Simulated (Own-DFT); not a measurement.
# Computed records: GaP (zincblende, strained, atoms displaced), SiC (4H silicon carbide, atoms displaced), SiC (2H silicon carbide, atoms displaced)

All values are calculated (Own-DFT development build). A calculation, not a measurement: plane-wave PBE density functional theory by an unreviewed code, no spin, of a simulated periodic cell, stress positive in tension, free energy of the whole cell less one offset for each atom, forces on such cells passed a denser k mesh, this cell's mesh not checked; offsets are fitted by least squares, one for each functional and potential file, so energies compare only between cells with the same atoms and settings and are not formation energies; the far tail of each file's local potential was reset to the Coulomb form; each entry is a single point on an unrelaxed cell, so the pressure reflects the starting lattice, mostly measured values (interpolated for alloys), from which strain is counted, and rises with the displacements; printed positions are rounded, which can move forces by about a meV/angstrom; the program, named Own-DFT, is a retired in-house code; no spin-orbit coupling.

Common to all runs: functional PBE; potential files PseudoDojo norm-conserving, scalar-relativistic, standard set; wave cutoff 42 hartree; occupations Fermi-Dirac; smearing width 0.1 eV.

(1) 
```cif
# cell vector a (Å): 10.8620 0.0000 0.0000
# cell vector b (Å): 0.0000 10.8620 0.0000
# cell vector c (Å): 0.0000 0.0000 10.9361
data_GaP
_symmetry_space_group_name_H-M 'P 1'
_symmetry_Int_Tables_number 1
_cell_length_a 10.8620
_cell_length_b 10.8620
_cell_length_c 10.9361
_cell_angle_alpha 90.000
_cell_angle_beta 90.000
_cell_angle_gamma 90.000
_cell_volume 1290.27
loop_
_atom_site_label
_atom_site_type_symbol
_atom_site_fract_x
_atom_site_fract_y
_atom_site_fract_z
_atom_site_occupancy
Ga1 Ga 0.99370 0.00069 0.99362 1
Ga2 Ga 0.99998 0.25520 0.25869 1
Ga3 Ga 0.25513 0.00874 0.24855 1
Ga4 Ga 0.25356 0.25159 0.99706 1
P1 P 0.12059 0.11966 0.13128 1
P2 P 0.12231 0.37798 0.37954 1
P3 P 0.37297 0.12644 0.37307 1
P4 P 0.37490 0.37295 0.12347 1
Ga5 Ga 0.99974 0.00384 0.49887 1
Ga6 Ga 0.99954 0.24997 0.74662 1
Ga7 Ga 0.24234 0.99241 0.74429 1
Ga8 Ga 0.24923 0.24619 0.50722 1
P5 P 0.12117 0.12542 0.62598 1
P6 P 0.12604 0.36958 0.87290 1
P7 P 0.38722 0.12689 0.87628 1
P8 P 0.37293 0.37767 0.62716 1
Ga9 Ga 0.99687 0.50702 0.99660 1
Ga10 Ga 0.99345 0.75451 0.24593 1
Ga11 Ga 0.25038 0.50113 0.25347 1
Ga12 Ga 0.25198 0.74547 0.99290 1
P9 P 0.12366 0.61235 0.12687 1
P10 P 0.12377 0.87853 0.37512 1
P11 P 0.36986 0.62693 0.37045 1
P12 P 0.37389 0.87434 0.12156 1
Ga13 Ga 0.00410 0.49721 0.50276 1
Ga14 Ga 0.00301 0.74646 0.75110 1
Ga15 Ga 0.24407 0.50720 0.75044 1
Ga16 Ga 0.25559 0.75547 0.50086 1
P13 P 0.12505 0.63605 0.62346 1
P14 P 0.11983 0.87048 0.87133 1
P15 P 0.36885 0.62750 0.88154 1
P16 P 0.37825 0.86816 0.63321 1
Ga17 Ga 0.49617 0.00210 0.99330 1
Ga18 Ga 0.50023 0.24984 0.24222 1
Ga19 Ga 0.75162 0.99435 0.25062 1
Ga20 Ga 0.74980 0.25423 0.99972 1
P17 P 0.61786 0.13297 0.12695 1
P18 P 0.62207 0.37430 0.37378 1
P19 P 0.87082 0.11945 0.37095 1
P20 P 0.87094 0.37119 0.12317 1
Ga21 Ga 0.49748 0.99667 0.49609 1
Ga22 Ga 0.49523 0.24666 0.74955 1
Ga23 Ga 0.74938 0.00400 0.75329 1
Ga24 Ga 0.75313 0.24505 0.50346 1
P21 P 0.62903 0.12638 0.63034 1
P22 P 0.62418 0.38079 0.87162 1
P23 P 0.88216 0.12538 0.87537 1
P24 P 0.87327 0.37360 0.63409 1
Ga25 Ga 0.49999 0.50400 0.00381 1
Ga26 Ga 0.49172 0.75075 0.25296 1
Ga27 Ga 0.74376 0.50216 0.24437 1
Ga28 Ga 0.74915 0.75495 0.00443 1
P25 P 0.62407 0.62409 0.12724 1
P26 P 0.62653 0.87338 0.37188 1
P27 P 0.87341 0.62712 0.36999 1
P28 P 0.88317 0.87884 0.12254 1
Ga29 Ga 0.50158 0.50342 0.50246 1
Ga30 Ga 0.50018 0.75062 0.74987 1
Ga31 Ga 0.74971 0.50523 0.75467 1
Ga32 Ga 0.75341 0.75126 0.49221 1
P29 P 0.61989 0.61965 0.62625 1
P30 P 0.62601 0.88831 0.88998 1
P31 P 0.87881 0.62139 0.87498 1
P32 P 0.87719 0.87974 0.62798 1
_calc_hardware 'one NVIDIA H100'
_calc_k_mesh '3 x 3 x 3 centred on Gamma'
_calc_free_energy_of_cell_above_offsets '-33.203'  # eV
_calc_pressure 3.65  # GPa
_calc_stress_xx -3.85  # GPa
_calc_stress_yy -3.78  # GPa
_calc_stress_zz -3.31  # GPa
_calc_stress_yz 0.04  # GPa
_calc_stress_xz -0.39  # GPa
_calc_stress_xy 0.61  # GPa
_calc_wall_time 511.7  # s
```

Force:
```
element  x (eV/Å)  y (eV/Å)  z (eV/Å)
     Ga     1.354    -0.078     0.506
     Ga    -0.377    -0.505     -0.81
     Ga    -0.557     -1.23    -0.069
     Ga     -0.44    -0.749     0.382
      P      0.09     1.009    -0.999
      P     0.931    -0.523     0.037
      P      0.57     0.424      0.56
      P    -0.232     0.648     0.286
     Ga    -0.138    -0.339    -0.092
     Ga     0.268     0.007     0.628
     Ga     0.649     0.649     0.674
     Ga     0.091     0.507    -0.502
      P     0.278    -0.278     -0.13
      P    -0.305     0.815     0.055
      P    -2.486    -0.315    -0.638
      P     -0.08     0.077    -0.043
     Ga     0.477    -1.854     0.582
     Ga     1.303    -0.726     0.469
     Ga    -0.114    -0.872    -0.388
     Ga    -1.377     0.878     1.584
      P    -0.028     1.731    -0.212
      P     0.445    -0.122    -0.213
      P     0.447    -0.169     1.131
      P    -0.241     0.274    -0.016
     Ga    -0.873     0.761     0.398
     Ga    -0.957     0.365    -0.324
     Ga      0.13    -0.449     0.023
     Ga     -0.57     0.004    -0.447
      P     0.204    -1.056    -0.395
      P     0.498      0.44     0.824
      P     1.477      -0.9    -1.379
      P    -0.248      1.16    -1.134
     Ga    -0.023     0.279     2.106
     Ga    -0.568     0.663     1.341
     Ga    -0.561     0.582     -0.89
     Ga    -0.412    -0.469    -0.404
      P     1.373    -1.692    -0.914
      P     0.278    -0.016     0.324
      P     0.431     0.732     0.605
      P      0.72     0.857     0.415
     Ga     0.347      0.31      0.57
     Ga     0.888     1.024    -0.424
     Ga     0.372    -0.328     0.228
     Ga    -0.222     0.507    -0.416
      P    -0.899    -0.295    -0.693
      P    -0.348    -0.493     0.412
      P    -1.226     0.702    -0.312
      P    -0.047     0.519    -1.049
     Ga    -0.116    -0.387    -0.387
     Ga     0.718      0.16    -0.655
     Ga     0.653    -0.737      0.67
     Ga     0.282    -0.422    -0.053
      P     -0.44     1.027    -0.254
      P    -0.591    -0.081     0.152
      P     0.251    -0.727     0.218
      P    -1.235     -0.13    -0.105
     Ga    -0.702    -0.755    -0.804
     Ga     0.729    -0.382     1.382
     Ga    -0.125    -0.372    -0.369
     Ga    -0.177    -0.055     1.137
      P     1.114     1.303     0.069
      P     0.672    -1.724    -1.945
      P    -0.918     1.414    -0.168
      P    -0.409    -0.599    -0.135
```

(2) 
```cif
# cell vector a (Å): 6.1654 0.0000 0.0000
# cell vector b (Å): -3.0827 5.3394 0.0000
# cell vector c (Å): 0.0000 0.0000 10.0681
data_SiC
_symmetry_space_group_name_H-M 'P 1'
_symmetry_Int_Tables_number 1
_cell_length_a 6.1654
_cell_length_b 6.1654
_cell_length_c 10.0681
_cell_angle_alpha 90.000
_cell_angle_beta 90.000
_cell_angle_gamma 120.000
_cell_volume 331.44
loop_
_atom_site_label
_atom_site_type_symbol
_atom_site_fract_x
_atom_site_fract_y
_atom_site_fract_z
_atom_site_occupancy
Si1 Si 0.99676 0.97809 0.38538 1
Si2 Si 0.16397 0.30488 0.15579 1
C1 C 0.99234 0.00538 0.10257 1
C2 C 0.19041 0.33032 0.34954 1
Si3 Si 0.99137 0.50052 0.40137 1
Si4 Si 0.13972 0.81769 0.16166 1
C3 C 0.00507 0.52875 0.08337 1
C4 C 0.14748 0.81580 0.33764 1
Si5 Si 0.49509 0.01873 0.40610 1
Si6 Si 0.63853 0.31764 0.15868 1
C5 C 0.49753 0.97910 0.08816 1
C6 C 0.67457 0.35783 0.33789 1
Si7 Si 0.49173 0.49633 0.40900 1
Si8 Si 0.67985 0.81356 0.15081 1
C7 C 0.51680 0.50702 0.08706 1
C8 C 0.70552 0.83002 0.35195 1
Si9 Si 0.99524 0.01217 0.90665 1
Si10 Si 0.84373 0.67614 0.66438 1
C9 C 0.99367 0.97831 0.59351 1
C10 C 0.80551 0.61400 0.82255 1
Si11 Si 0.98555 0.50777 0.90702 1
Si12 Si 0.83244 0.14371 0.65913 1
C11 C 0.96094 0.48258 0.61023 1
C12 C 0.82744 0.17569 0.83881 1
Si13 Si 0.48781 0.01172 0.91305 1
Si14 Si 0.34711 0.67869 0.65053 1
C13 C 0.54084 0.03006 0.58200 1
C14 C 0.34472 0.65035 0.82706 1
Si15 Si 0.48922 0.50869 0.89348 1
Si16 Si 0.34127 0.16685 0.67365 1
C15 C 0.51898 0.52068 0.58619 1
C16 C 0.35413 0.22767 0.83832 1
_calc_hardware 'one NVIDIA H100'
_calc_k_mesh '5 x 5 x 3 centred on Gamma'
_calc_free_energy_of_cell_above_offsets '8.023'  # eV
_calc_pressure 14.41  # GPa
_calc_stress_xx -11.21  # GPa
_calc_stress_yy -14.84  # GPa
_calc_stress_zz -17.17  # GPa
_calc_stress_yz -3.62  # GPa
_calc_stress_xz -3.61  # GPa
_calc_stress_xy -1.26  # GPa
_calc_wall_time 117.7  # s
```

Force:
```
element  x (eV/Å)  y (eV/Å)  z (eV/Å)
     Si     3.512     5.511     6.171
     Si    -0.693     6.925      1.03
      C       2.1    -2.208    -3.444
      C    -4.344    -1.601    -2.492
     Si     1.601    -1.726     2.988
     Si     2.766     1.869    -2.106
      C     0.162     -4.67     1.693
      C      3.67     1.144     1.008
     Si     2.045    -0.759    -1.451
     Si     2.797     0.505    -2.052
      C    -1.338     0.926     2.901
      C    -0.424    -3.026     0.117
     Si     2.953     2.466     0.772
     Si     -3.84     1.187     2.627
      C    -2.024     -2.81    -1.125
      C    -9.789    -3.033     -4.07
     Si     0.046    -0.234    -0.921
     Si    -1.356    -0.814    -6.555
      C     1.731     3.039    -0.127
      C    -1.134     3.791     7.937
     Si      2.97    -1.099     -1.99
     Si     1.263     2.648    -0.942
      C     4.927     0.688    -3.984
      C     0.116    -1.547     2.725
     Si      1.57    -0.611    -3.052
     Si    -1.095    -0.927    -2.064
      C    -4.236    -2.947     2.182
      C    -6.026     4.612     2.006
     Si     3.699     4.889     4.928
     Si    -0.378     0.674    -7.381
      C    -1.101    -1.848     1.889
      C     -0.15    -11.02     2.784
```

(3) 
```cif
# cell vector a (Å): 9.2481 0.0000 0.0000
# cell vector b (Å): -4.6241 8.0091 0.0000
# cell vector c (Å): 0.0000 0.0000 10.0681
data_SiC
_symmetry_space_group_name_H-M 'P 1'
_symmetry_Int_Tables_number 1
_cell_length_a 9.2481
_cell_length_b 9.2481
_cell_length_c 10.0681
_cell_angle_alpha 90.000
_cell_angle_beta 90.000
_cell_angle_gamma 120.000
_cell_volume 745.73
loop_
_atom_site_label
_atom_site_type_symbol
_atom_site_fract_x
_atom_site_fract_y
_atom_site_fract_z
_atom_site_occupancy
Si1 Si 0.01510 0.99371 0.00807 1
Si2 Si 0.09801 0.20952 0.25847 1
C1 C 0.00956 0.00358 0.17274 1
C2 C 0.11775 0.21511 0.44451 1
Si3 Si 0.00295 0.99794 0.50128 1
Si4 Si 0.10811 0.22211 0.75488 1
C3 C 0.99369 0.99703 0.69296 1
C4 C 0.11983 0.23704 0.93614 1
Si5 Si 0.99419 0.33215 0.99049 1
Si6 Si 0.11475 0.56769 0.25383 1
C5 C 0.99430 0.31866 0.18769 1
C6 C 0.11838 0.56752 0.43738 1
Si7 Si 0.01083 0.33377 0.49142 1
Si8 Si 0.11463 0.56502 0.74355 1
C7 C 0.00115 0.32851 0.68497 1
C8 C 0.09125 0.54773 0.95114 1
Si9 Si 0.00233 0.66961 0.00708 1
Si10 Si 0.10130 0.87212 0.25359 1
C9 C 0.99388 0.66553 0.18715 1
C10 C 0.08953 0.87482 0.44053 1
Si11 Si 0.01124 0.67506 0.50120 1
Si12 Si 0.11742 0.89970 0.75538 1
C11 C 0.00380 0.66883 0.69731 1
C12 C 0.11358 0.89536 0.93386 1
Si13 Si 0.32923 0.00626 0.99961 1
Si14 Si 0.43753 0.22548 0.24874 1
C13 C 0.31946 0.99210 0.18313 1
C14 C 0.43139 0.21884 0.43327 1
Si15 Si 0.33111 0.99582 0.49582 1
Si16 Si 0.43318 0.20548 0.75307 1
C15 C 0.33445 0.00639 0.68199 1
C16 C 0.45463 0.22607 0.94189 1
Si17 Si 0.33555 0.34303 0.00274 1
Si18 Si 0.44704 0.56337 0.26119 1
C17 C 0.31560 0.32794 0.18498 1
C18 C 0.44654 0.55688 0.43758 1
Si19 Si 0.33066 0.33184 0.50021 1
Si20 Si 0.43707 0.55251 0.75840 1
C19 C 0.33350 0.33042 0.68325 1
C20 C 0.45212 0.56080 0.94478 1
Si21 Si 0.33978 0.67498 0.99689 1
Si22 Si 0.44376 0.88453 0.24658 1
C21 C 0.33802 0.67206 0.18082 1
C22 C 0.44207 0.89191 0.44454 1
Si23 Si 0.33844 0.66929 0.50134 1
Si24 Si 0.44887 0.89141 0.74514 1
C23 C 0.33451 0.65523 0.67782 1
C24 C 0.43086 0.87309 0.93628 1
Si25 Si 0.66705 0.99491 0.00061 1
Si26 Si 0.77212 0.21599 0.25175 1
C25 C 0.66928 0.00114 0.17952 1
C26 C 0.77335 0.21941 0.43404 1
Si27 Si 0.67153 0.01119 0.50114 1
Si28 Si 0.77083 0.22160 0.75279 1
C27 C 0.65902 0.99496 0.68581 1
C28 C 0.77863 0.23110 0.93105 1
Si29 Si 0.66382 0.32282 0.99811 1
Si30 Si 0.78736 0.56341 0.25585 1
C29 C 0.68126 0.34729 0.18914 1
C30 C 0.78003 0.56411 0.43348 1
Si31 Si 0.68405 0.34563 0.49574 1
Si32 Si 0.77024 0.54885 0.73549 1
C31 C 0.66972 0.32738 0.68814 1
C32 C 0.76835 0.55572 0.93089 1
Si33 Si 0.66302 0.66481 0.99869 1
Si34 Si 0.78790 0.89478 0.24594 1
C33 C 0.67108 0.66459 0.18930 1
C34 C 0.78876 0.88737 0.44642 1
Si35 Si 0.66631 0.65987 0.49696 1
Si36 Si 0.78815 0.90135 0.75582 1
C35 C 0.65537 0.66029 0.69352 1
C36 C 0.77718 0.88749 0.94003 1
_calc_k_mesh '4 x 4 x 3 centred on Gamma'
_calc_free_energy_of_cell_above_offsets '-3.058'  # eV
_calc_pressure 6.34  # GPa
_calc_stress_xx -5.17  # GPa
_calc_stress_yy -4.75  # GPa
_calc_stress_zz -9.11  # GPa
_calc_stress_yz -0.08  # GPa
_calc_stress_xz 0.57  # GPa
_calc_stress_xy 1.19  # GPa
```

Force:
```
element  x (eV/Å)  y (eV/Å)  z (eV/Å)
     Si    -4.086     2.342    -5.019
     Si     1.349      1.42    -2.022
      C    -0.521     -1.49     6.946
      C    -1.928     0.175    -1.514
     Si    -0.875     0.061      1.92
     Si      0.92     0.312    -1.275
      C     2.061     1.268    -0.929
      C     0.155    -1.957     0.311
     Si     0.941    -0.743     2.479
     Si     1.104    -2.274    -1.971
      C    -1.085     1.698     0.555
      C     0.572      -1.4     0.061
     Si    -1.622    -0.099     1.559
     Si     0.744    -2.585     1.765
      C    -1.234     0.991    -0.207
      C     3.273     2.303    -2.621
     Si    -2.393    -0.628     -2.48
     Si    -0.295     3.054    -0.575
      C     1.475    -0.033     0.756
      C     2.928     3.046    -1.334
     Si    -1.428    -2.646     2.091
     Si    -0.723     -1.59    -1.731
      C    -1.229      1.15    -2.391
      C      1.74    -1.364     0.991
     Si     1.521    -1.149     0.078
     Si     0.489    -0.086    -0.787
      C     1.468     0.663     1.529
      C     2.084     0.311     0.553
     Si      -1.6     1.359    -0.051
     Si     0.593     4.514    -0.415
      C     0.327    -2.937     0.412
      C    -2.772    -1.342    -0.893
     Si      0.22    -0.842     0.012
     Si     0.238     -1.33    -3.679
      C     1.581     1.317      1.65
      C    -0.531    -0.259     1.086
     Si     1.457     0.655     0.307
     Si     1.655    -0.776    -1.165
      C    -0.266    -0.314     2.006
      C    -2.435    -0.524    -1.157
     Si    -1.207    -4.397     1.163
     Si    -0.587     1.468     0.192
      C    -0.297    -0.743     1.958
      C     1.598    -0.478    -1.833
     Si     0.234     0.052    -1.145
     Si    -1.304    -1.746      0.53
      C    -1.587     1.828     2.841
      C     0.282     5.089    -1.507
     Si    -0.682     0.715    -1.737
     Si     0.262     1.272    -1.596
      C    -0.492     -0.59     2.378
      C     1.538     1.396      0.36
     Si     0.599    -2.409     0.145
     Si     2.129    -0.316    -1.759
      C     1.607     1.615     0.663
      C       0.7    -2.913     1.225
     Si     0.238     4.022     1.163
     Si    -1.784    -1.342    -2.012
      C    -1.356    -2.415      -0.1
      C     2.111    -1.079     1.877
     Si    -2.398    -1.984     0.606
     Si     0.128      1.03      3.19
      C    -1.964     0.449    -1.602
      C     1.671    -0.404     0.741
     Si     1.984     0.624     0.562
     Si    -0.378    -1.037     0.229
      C    -0.937     0.823     0.298
      C    -2.689     0.654    -2.061
     Si    -1.285     1.699     2.097
     Si    -2.028    -3.118    -0.427
      C     1.024     1.159    -1.644
      C     0.998     0.802     0.348
```

(4) 
```cif
# cell vector a (Å): 6.1654 0.0000 0.0000
# cell vector b (Å): -3.0827 5.3394 0.0000
# cell vector c (Å): 0.0000 0.0000 10.0681
data_SiC
_symmetry_space_group_name_H-M 'P 1'
_symmetry_Int_Tables_number 1
_cell_length_a 6.1654
_cell_length_b 6.1654
_cell_length_c 10.0681
_cell_angle_alpha 90.000
_cell_angle_beta 90.000
_cell_angle_gamma 120.000
_cell_volume 331.44
loop_
_atom_site_label
_atom_site_type_symbol
_atom_site_fract_x
_atom_site_fract_y
_atom_site_fract_z
_atom_site_occupancy
Si1 Si 0.00959 0.01204 0.40447 1
Si2 Si 0.16662 0.33502 0.16415 1
C1 C 0.98060 0.98809 0.09548 1
C2 C 0.17046 0.32470 0.32407 1
Si3 Si 0.01479 0.50983 0.40856 1
Si4 Si 0.16560 0.84111 0.14426 1
C3 C 0.98767 0.50631 0.09533 1
C4 C 0.15286 0.84268 0.35506 1
Si5 Si 0.52767 0.99086 0.38625 1
Si6 Si 0.66680 0.33549 0.15746 1
C5 C 0.47687 0.98631 0.09801 1
C6 C 0.70052 0.38132 0.35060 1
Si7 Si 0.49102 0.51614 0.42378 1
Si8 Si 0.63697 0.81828 0.16083 1
C7 C 0.48712 0.50339 0.08899 1
C8 C 0.66339 0.83039 0.35057 1
Si9 Si 0.96171 0.96636 0.91434 1
Si10 Si 0.81911 0.66783 0.65778 1
C9 C 0.02564 0.01903 0.59049 1
C10 C 0.85647 0.66279 0.83645 1
Si11 Si 0.99722 0.49157 0.90770 1
Si12 Si 0.84860 0.14642 0.66006 1
C11 C 0.02085 0.50519 0.59103 1
C12 C 0.80288 0.13522 0.83728 1
Si13 Si 0.49504 0.99114 0.91666 1
Si14 Si 0.30820 0.63496 0.65881 1
C13 C 0.47876 0.99071 0.59160 1
C14 C 0.33445 0.63144 0.84511 1
Si15 Si 0.50728 0.49940 0.89784 1
Si16 Si 0.32176 0.15554 0.66759 1
C15 C 0.50275 0.47487 0.58514 1
C16 C 0.32118 0.14318 0.82332 1
_calc_hardware 'one NVIDIA H100'
_calc_k_mesh '5 x 5 x 3 centred on Gamma'
_calc_free_energy_of_cell_above_offsets '5.170'  # eV
_calc_pressure 10.8  # GPa
_calc_stress_xx -10.72  # GPa
_calc_stress_yy -3.02  # GPa
_calc_stress_zz -18.65  # GPa
_calc_stress_yz 0.53  # GPa
_calc_stress_xz -1.89  # GPa
_calc_stress_xy 1.18  # GPa
_calc_wall_time 120  # s
```

Force:
```
element  x (eV/Å)  y (eV/Å)  z (eV/Å)
     Si    -0.638     0.023     0.582
     Si     -1.15    -0.264    -8.108
      C    -0.692     1.036     0.215
      C    -0.324      1.59     9.297
     Si    -0.056     0.441    -0.594
     Si    -3.317    -2.092     4.015
      C     1.746    -1.004    -1.166
      C     4.573    -0.717    -3.532
     Si    -9.003     5.495      5.71
     Si    -1.399     1.176     1.552
      C     2.426     2.574    -0.334
      C     -1.69    -3.809    -1.878
     Si     1.955    -2.067    -6.613
     Si     2.399     0.264    -0.207
      C      1.31    -1.467    -0.125
      C     4.334    -2.021    -2.473
     Si     1.442     3.001    -1.873
     Si     2.976    -0.038    -2.514
      C    -2.131     -2.89     -0.48
      C    -2.635    -0.935     1.163
     Si     1.667     -1.71     -0.21
     Si    -4.888     1.417    -2.222
      C    -4.125    -3.116     0.209
      C     1.626     1.436      3.04
     Si    -1.229    -1.049    -3.848
     Si     3.723     4.446     0.242
      C     3.367    -0.831    -0.275
      C    -3.537     2.485    -0.293
     Si     1.633    -2.987     1.273
     Si      3.31     0.123    -9.725
      C    -1.629     1.039     6.293
      C    -0.042      0.45     12.88
```
